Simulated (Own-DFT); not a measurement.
Si12O23 (quartz with two neutral oxygen vacancies, atoms displaced) (calculated)

All values are calculated (Own-DFT development build). A calculation, not a measurement: plane-wave PBE and HSE06 DFT by an unreviewed code, no spin, of a simulated cell at Gamma alone, so results move with cell size and shape, stress positive in tension, energies less offsets, not probed for a lower state with spin; oxygen file: force components 24 meV/angstrom off all-electron in a glass; k mesh not checked against a denser one; forces and stress are PBE's, HSE06 gives the energy alone, and its difference from PBE has offsets of its own; offsets are fitted by least squares, one for each functional and potential file, so energies compare only between cells with the same atoms and settings and are not formation energies; the far tail of each file's local potential was reset to the Coulomb form; each entry is a single point on an unrelaxed cell, so the pressure reflects the starting lattice, mostly measured values (interpolated for alloys), from which strain is counted, and rises with the displacements; printed positions are rounded, which can move forces by about a meV/angstrom; the program, named Own-DFT, is a retired in-house code; no spin-orbit coupling.

Settings shared by all entries: first functional PBE; second functional HSE06; exact exchange share 0.25; screening 0.11 1/bohr; exchange divergence Gygi-Baldereschi; potential files PseudoDojo norm-conserving, scalar-relativistic, made for PBE, standard set; wave cutoff 48 hartree; occupations fixed; k mesh 1 x 1 x 1 centred on Gamma.

(1) Si12O23 (quartz with two neutral oxygen vacancies, atoms displaced)

```xyz
70
Lattice="9.8268 0.0000 0.0000 -4.9134 8.5103 0.0000 0.0000 0.0000 10.8104" Properties=species:S:1:pos:R:3 Si12O23
Si    -2.6369     8.4493    10.7567
Si     8.6559     2.0081     3.6205
Si     1.2262     2.2604     1.6457
O      1.4449     1.1693     0.6375
O      2.7691     2.4958     2.4686
O      3.2408     0.5832     4.3129
O     -1.0542     3.0695     4.8109
O      0.2641     1.7572     2.9254
O      0.7736     3.6887     1.0894
Si     2.3557     0.0057     5.4141
Si     8.6128     1.9827     9.0475
Si     1.3883     2.2778     7.2004
O      1.3361     1.0773     6.0741
O      2.6709     2.5290     7.8574
O      3.2436     0.6116     9.6070
O     -1.0606     3.1894    10.1715
O      0.2448     1.7943     8.3115
Si    -0.1656     4.2518     0.0060
Si     6.1534     6.2612     3.6267
Si    -1.1652     6.5593     1.7411
O     -1.0922     5.4057     0.6379
O      0.2823     6.8104     2.4067
O      0.8115     4.8677     4.2186
O     -3.5906     7.3754     4.7651
O     -2.2621     5.9579     2.9297
O     -1.7153     7.9110     1.0854
Si    -0.1764     4.2446     5.3583
Si    -3.5741     6.2400     9.0081
Si    -1.1671     6.5097     7.1904
O      0.2632     6.7362     7.8201
O      0.8976     4.8657     9.6911
O     -3.4882     7.3193    10.1937
O     -2.1140     6.0027     8.3135
O     -1.6888     7.9382     6.5404
Si     7.1520     0.0217     0.0214
Si     3.7881     2.0186     3.4977
Si     6.2349     2.2135     1.7644
O      6.2333     1.1154     0.6512
O      7.6721     2.4689     2.4533
O      8.1784     0.5829     4.2501
O      3.7357     3.0694     4.7406
O      5.2443     1.8023     2.9219
O      5.7064     3.5618     1.1189
Si     2.2388     8.4507     5.4184
Si     3.7460     1.9847     9.0301
Si     6.1713     2.2956     7.2542
O      6.2069     1.1188     6.0124
O      7.7396     2.5109     7.8833
O      8.0901     0.5990     9.5873
O      3.8357     3.1137    10.1720
O      5.1646     1.8081     8.3072
O      5.7286     3.6584     6.5093
Si     4.8004     4.2713     0.0369
Si     1.1988     6.2379     3.6057
Si     3.7267     6.5284     1.8219
O      3.8633     5.3873     0.6329
O      5.1831     6.7468     2.4453
O      5.6588     4.8712     4.0721
O      1.4144     7.3295     4.6639
O      2.8023     6.0047     3.0864
O      3.1976     7.8353     1.2560
Si     4.7793     4.2601     5.4446
Si     1.3297     6.2152     9.0517
Si     3.7181     6.5568     7.3109
O      3.8887     5.3467     6.0317
O      5.2437     6.8276     7.9342
O      5.6724     4.9084     9.6322
O      1.2956     7.3746    10.2290
O      2.7641     5.9943     8.3620
O      3.2546     7.9607     6.5318
```

```
PBE energy of cell above offsets : -17.237 eV
HSE06 less PBE above offsets     : 0.224 eV
PBE pressure                     : 8.11 GPa
PBE stress xx                    : -7.89 GPa
PBE stress yy                    : -8.74 GPa
PBE stress zz                    : -7.72 GPa
PBE stress yz                    : 0.79 GPa
PBE stress xz                    : -1.91 GPa
PBE stress xy                    : 0.04 GPa
```

Force:
```csv
element,x (eV/Å),y (eV/Å),z (eV/Å)
Si,1.385,3.868,0.171
Si,0.41,-2.215,0.346
Si,1.598,2.24,7.07
O,-0.034,-3.367,-3.763
O,-4.206,0.673,-4.142
O,2.952,2.64,-4.153
O,-1.661,-0.624,-0.695
O,1.153,0.554,-1.609
O,1.792,-1.192,2.287
Si,-4.707,-0.206,-0.944
Si,3.935,1.383,-0.432
Si,-9.153,-0.096,-5.002
O,0.131,0.395,0.348
O,7.874,0.856,4.359
O,-0.711,-1.454,0.586
O,-2.292,-3.117,-1.429
O,0.048,-0.183,1.052
Si,0.683,3.45,-1.557
Si,0.721,1.898,-1.069
Si,-1.957,-1.168,2.718
O,-0.098,-0.157,-0.761
O,-0.272,0.047,-0.204
O,-1.191,-1.984,0.237
O,0.626,0.615,0.955
O,3.232,1.034,-2.069
O,1.468,-0.343,1.532
Si,1.801,1.499,4.629
Si,0.63,-0.077,-0.594
Si,0.98,-0.563,-4.508
O,3.205,0.014,2.215
O,-1.262,-1.697,0.937
O,-1.863,-1.613,-0.804
O,-2.456,-0.935,2.545
O,2.472,-2.263,3.308
Si,2.49,-2.433,0.188
Si,-0.628,-1.896,4.745
Si,0.734,1.733,1.918
O,-0.532,-0.351,-1.055
O,-0.657,0.517,-1.173
O,-0.874,0.106,0.473
O,2.054,1.749,1.305
O,0.042,-1.083,0.651
O,0.616,0.845,0.015
Si,1.119,2.523,-1.874
Si,-1.044,1.856,-0.873
Si,3.98,-0.709,-3.568
O,-0.032,1.052,1.483
O,-4.615,0.913,-2.668
O,-0.971,-1.63,2.097
O,0.187,0.304,0.188
O,-1.126,-0.958,1.972
O,1.935,-1.003,2.101
Si,-0.764,-0.829,-1.408
Si,3.623,-0.297,-3.112
Si,0.859,-4.042,2.779
O,-1.002,1.152,0.704
O,0.018,0.884,-0.861
O,-2.082,-3.883,3.687
O,-0.984,1.92,2.68
O,-1.269,0.051,-1.197
O,-2.616,4.818,-3.717
Si,-0.711,-2.017,-6.568
Si,-1.954,2.329,-1.382
Si,3.967,0.874,-5.273
O,-2.462,4.572,3.665
O,-2.161,0.184,-1.469
O,0.14,-1.324,0.325
O,0.164,-0.579,-0.889
O,-1.573,-0.825,2.153
O,0.898,-2.434,2.393
```

(2) Si12O23 (quartz with two neutral oxygen vacancies, atoms displaced)

```xyz
70
Lattice="9.8268 0.0000 0.0000 -4.9134 8.5103 0.0000 0.0000 0.0000 10.8104" Properties=species:S:1:pos:R:3 Si12O23
Si     2.2756     0.0757     0.0101
Si     8.6673     2.0037     3.5678
Si     1.2974     2.2342     1.8547
O      1.4348     1.1135     0.6697
O      2.8175     2.4840     2.5242
O      3.2455     0.6060     4.2065
O     -1.1304     3.1150     4.7530
O      0.3145     1.7768     3.0149
O      0.7901     3.5991     1.0732
Si     2.3331     0.0279     5.3857
Si    -1.1419     2.0397     8.9467
Si     1.3299     2.2465     7.2425
O      1.3767     1.1188     5.9787
O      2.8196     2.5512     7.9149
O      3.2703     0.5874     9.5533
O     -1.1177     3.1754    10.1944
O      0.3047     1.7473     8.3670
Si    -0.1037     4.2854     0.0073
Si    -3.5240     6.2096     3.4866
Si    -1.2185     6.4426     1.8060
O     -1.0714     5.4069     0.6532
O      0.2843     6.6293     2.3886
O      0.7660     4.8698     4.2841
O     -3.5997     7.4100     4.7654
O     -2.1133     5.9733     3.0708
O     -1.7040     7.8897     1.1568
Si    -0.1098     4.2195     5.3305
Si     6.1391     6.3120     8.9931
Si    -1.0580     6.4632     7.1979
O      0.2395     6.7636     7.8500
O      0.6879     4.9169     9.6348
O     -3.4807     7.3217    10.2175
O     -2.1192     6.0959     8.3752
O     -1.6739     7.9640     6.6016
Si     7.1446     0.0038     0.0087
Si     3.6887     1.9630     3.6434
Si     6.1308     2.1813     1.7728
O      6.3293     1.1401     0.7186
O      7.6817     2.4431     2.3480
O      8.1406     0.6789     4.1165
O      3.8721     3.1068     4.8001
O      5.2054     1.7381     2.9477
O      5.7165     3.6140     1.0779
Si     7.1359     0.0557     5.4200
Si     3.7912     2.0210     9.0034
Si     6.1774     2.2484     7.2203
O      6.3016     1.1627     6.0681
O      7.6743     2.5588     7.8631
O      8.1593     0.7161     9.6155
O      3.7880     3.0010    10.0675
O      5.3120     1.7837     8.3425
O      5.7067     3.6618     6.5953
Si     4.8136     4.2734    10.7595
Si     1.3613     6.2851     3.6293
Si     3.7837     6.4271     1.7573
O      3.7789     5.3779     0.6108
O      5.2348     6.7437     2.3822
O      5.6725     4.9405     4.2245
O      1.4196     7.3659     4.7005
O      2.7843     5.9993     2.9145
O      3.2633     7.8868     1.1744
Si     4.7048     4.2665     5.3952
Si     1.3359     6.2510     9.0400
Si     3.7564     6.4801     7.2739
O      3.8107     5.3284     6.0207
O      5.1702     6.7472     7.8320
O      5.6323     4.8592     9.6839
O      1.2760     7.3634    10.1963
O      2.7677     6.0121     8.3517
O      3.1811     7.8194     6.5845
```

```
PBE energy of cell above offsets : -15.872 eV
HSE06 less PBE above offsets     : 0.171 eV
PBE pressure                     : 9.06 GPa
PBE stress xx                    : -8.82 GPa
PBE stress yy                    : -8.39 GPa
PBE stress zz                    : -9.98 GPa
PBE stress yz                    : -1.76 GPa
PBE stress xz                    : 2.87 GPa
PBE stress xy                    : -0.68 GPa
```

Force:
```csv
element,x (eV/Å),y (eV/Å),z (eV/Å)
Si,4.583,-4.638,-3.515
Si,-1.14,2.472,-1.198
Si,1.148,1.257,-0.966
O,-3.24,4.159,2.523
O,-4.57,1.588,-4.216
O,-0.043,-2.061,0.47
O,-0.415,0.137,-0.358
O,1.276,-0.135,-0.462
O,2.31,-1.67,2.759
Si,-0.762,-3.006,0.404
Si,-0.377,2.023,2.518
Si,0.126,1.88,-3.317
O,-0.955,2.226,1.913
O,-2.591,0.399,-3.085
O,-1.073,-0.771,1.513
O,0.346,-0.817,-1.166
O,0.897,-0.68,0.343
Si,-3.671,-0.955,-0.517
Si,-6.63,2.952,4.952
Si,1.467,2.742,0.132
O,-0.51,-1.249,-1.092
O,1.18,0.315,1.433
O,3.348,2.552,-3.789
O,0.896,-1.146,-1.794
O,4.719,-0.906,-2.152
O,0.342,-0.819,0.917
Si,-2.073,-1.164,6.98
Si,4.073,-1.799,0.612
Si,-6.058,-0.914,-4.484
O,7.467,0.95,3.736
O,1.986,0.521,-1.609
O,-1.04,0.578,0.037
O,-2.47,-0.597,0.856
O,1.05,-1.283,0.074
Si,3.819,-0.341,-0.706
Si,5.22,1.395,1.454
Si,2.45,4.883,3.018
O,-0.959,-3.153,-3.799
O,-0.498,0.552,0.054
O,-2.822,-4.423,4
O,-1.682,-2.466,-1.352
O,-2.031,-0.387,1.823
O,0.048,-0.612,0.893
Si,4.92,-2.12,-2.017
Si,1.741,-6.687,-4.474
Si,4.058,3.639,-2.205
O,-1.528,0.65,-0.273
O,-1.253,0.296,-1.855
O,-2.162,-3.228,2.279
O,2.09,8.222,8.15
O,-4.338,-1.874,4.442
O,-0.645,0.429,-0.956
Si,-5.531,-3.901,3.513
Si,-1.64,-3.095,-3.941
Si,-0.101,3.43,0.804
O,0.455,-2.389,-2.142
O,0.92,-0.261,-0.376
O,-0.629,-1.535,0.577
O,-0.437,2.497,2.407
O,-0.894,-0.687,1.344
O,-0.802,-0.096,-1.209
Si,5.007,-0.471,-0.274
Si,-2.225,0.534,-1.621
Si,-0.86,-0.068,-5.688
O,-2.422,3.776,3.035
O,1.615,0.752,0.458
O,3.751,3.907,-5.621
O,0.607,0.635,0.17
O,-1.979,-1.284,2.789
O,-0.857,1.338,-1.14
```

(3) Si12O23 (quartz with two neutral oxygen vacancies, atoms displaced)

```xyz
70
Lattice="9.8268 0.0000 0.0000 -4.9134 8.5103 0.0000 0.0000 0.0000 10.8104" Properties=species:S:1:pos:R:3 Si12O23
Si    -2.6382     8.4581     0.0644
Si     8.6786     1.9290     3.5876
Si     1.3156     2.1969     1.7622
O      1.4723     1.0861     0.6857
O      2.8114     2.5165     2.3503
O      3.2883     0.6501     4.2671
O     -1.1213     3.1199     4.7279
O      0.2749     1.7109     2.9342
Si     2.3196     0.0092     5.4059
Si     8.6230     1.8929     9.0452
Si     1.3199     2.2556     7.1475
O      1.4055     1.0907     6.0199
O      2.7664     2.5015     7.8435
O      3.1953     0.6070     9.7498
O     -1.0619     3.0460    10.1930
O      0.3069     1.6679     8.4615
O      0.8912     3.6102     6.5125
Si    -0.1180     4.1857    10.7876
Si    -3.5655     6.2537     3.6017
Si    -1.1586     6.5067     1.9245
O      0.2826     6.8153     2.5453
O      0.7803     4.8961     4.2576
O     -3.4829     7.3986     4.7693
O     -2.2142     6.0904     3.0006
O     -1.6465     7.8429     1.1804
Si    -0.1016     4.1784     5.4129
Si    -3.6088     6.3102     9.0660
Si    -1.2436     6.4854     7.1728
O     -1.1216     5.4029     6.1010
O      0.2692     6.6763     7.9326
O      0.7408     4.8337     9.7276
O     -3.4411     7.3714    10.1080
O     -2.1921     5.9977     8.3845
O     -1.6472     7.8935     6.4703
Si     2.3965     8.4249    10.7940
Si     3.6884     2.0183     3.5554
Si     6.2523     2.2713     1.8035
O      6.4007     1.1757     0.6124
O      7.6542     2.4670     2.4938
O      8.1336     0.5125     4.3058
O      3.7606     3.1562     4.7431
O      5.2615     1.6420     2.9501
O      5.6712     3.5816     1.0959
Si     7.1942     0.0080     5.4102
Si     3.7389     1.9639     8.9928
Si     6.1520     2.2984     7.2135
O      6.3583     1.0984     6.0681
O      7.7116     2.4791     7.9373
O      8.1089     0.7121     9.6526
O      3.8242     3.0771    10.1136
O      5.2030     1.8184     8.3763
O      5.7487     3.5834     6.6090
Si     4.7752     4.2407     0.0327
Si     1.2372     6.2547     3.7120
Si     3.7671     6.6075     1.7954
O      3.7692     5.3483     0.6433
O      5.1468     6.7575     2.5008
O      5.7490     4.9482     4.2621
O      1.3612     7.3589     4.8058
O      2.7458     6.0159     2.9060
O      3.2133     7.8156     1.1503
Si     4.7765     4.3729     5.3154
Si     1.2675     6.3169     9.0722
Si     3.7551     6.5063     7.2833
O      3.8571     5.3679     6.1186
O      5.3001     6.7819     7.8375
O      5.6697     4.7854     9.6634
O      1.2877     7.3509    10.2917
O      2.7910     5.9747     8.4182
O      3.2422     7.8103     6.6472
```

Question: What PBE stress zz does the calculation give for Si12O23 (quartz with two neutral oxygen vacancies, atoms displaced) (entry 3)?
Answer: -10.67 GPa

Question: Give the missing PBE pressure for Si12O23 (quartz with two neutral oxygen vacancies, atoms displaced) (entry 3).
Answer: 10.33 GPa

Further results for Si12O23 (quartz with two neutral oxygen vacancies, atoms displaced) (entry 3):

```
PBE energy of cell above offsets : -15.650 eV
HSE06 less PBE above offsets     : 0.032 eV
PBE stress xx                    : -8.35 GPa
PBE stress yy                    : -11.97 GPa
PBE stress yz                    : 2.12 GPa
PBE stress xz                    : 0.36 GPa
PBE stress xy                    : 0.14 GPa
```

Force:
```csv
element,x (eV/Å),y (eV/Å),z (eV/Å)
Si,3.787,-0.179,-0.625
Si,-0.988,-0.392,1.658
Si,-1.673,4.739,-0.501
O,-2.413,-0.308,-0.057
O,-0.997,0.216,-0.539
O,-0.606,-0.512,-0.113
O,0.587,-0.27,0.334
O,1.107,-0.751,0.226
Si,1.268,0.01,-2.065
Si,5.551,8.725,-3.477
Si,-0.255,-3.274,4.066
O,-2.023,2.482,1.272
O,-0.882,-0.135,-1.091
O,1.31,0.797,-1.885
O,-0.762,-0.138,0.151
O,1.694,0.813,-2.515
O,-0.631,1.512,-0.37
Si,-1.78,-1.517,6.53
Si,-4.655,3.923,1.386
Si,2.232,-1.689,-4.109
O,-0.036,0.378,0.294
O,-1.03,-3.003,1.355
O,-1.474,-1.662,-1.192
O,3.43,-1.558,-0.559
O,-0.291,0.308,0.176
Si,-2.594,2.163,-0.151
Si,-1.141,-6.067,-3.036
Si,1.532,2.204,3.265
O,1.728,-4.288,-3.506
O,-2.059,0.859,-2.07
O,3.357,3.401,-3.967
O,-1.684,1.513,3.191
O,0.752,-0.041,-0.273
O,1.685,-1.213,2.481
Si,-3.963,3.587,-0.155
Si,3.976,-0.26,0.769
Si,-1.651,-2.114,-0.65
O,0.589,-1.169,-0.282
O,1.02,0.674,0.128
O,2.889,2.543,-3.316
O,1.204,1.166,-0.074
O,-1.698,1.218,0.478
O,1.812,-0.453,2.75
Si,1.208,-3.543,2.765
Si,-0.511,-0.7,1.52
Si,4.855,-4.86,1.915
O,-2.317,3.079,2.094
O,-3.422,0.716,-3.162
O,-3.233,-10.37,4.368
O,0.311,1.651,1.773
O,-0.085,-1.475,0.399
O,-2.959,6.508,-4.95
Si,-3.61,-0.429,-2.323
Si,3.64,1.39,-4.101
Si,-0.212,-8.31,1.854
O,0.418,1.53,0.889
O,2.735,0.46,0.733
O,0.436,-1.721,-0.437
O,-0.395,0.552,1.421
O,-1.982,0.258,1.711
O,-0.173,4.745,-1.556
Si,-1.166,-4.655,3.466
Si,1.319,-3.478,0.262
Si,2.438,-1.202,0.013
O,-0.432,0.535,0.006
O,-1.734,0.018,-0.324
O,1.865,3.308,-1.807
O,0.821,0.499,-0.176
O,-2.192,0.064,2.076
O,-1.848,3.191,-2.357
```
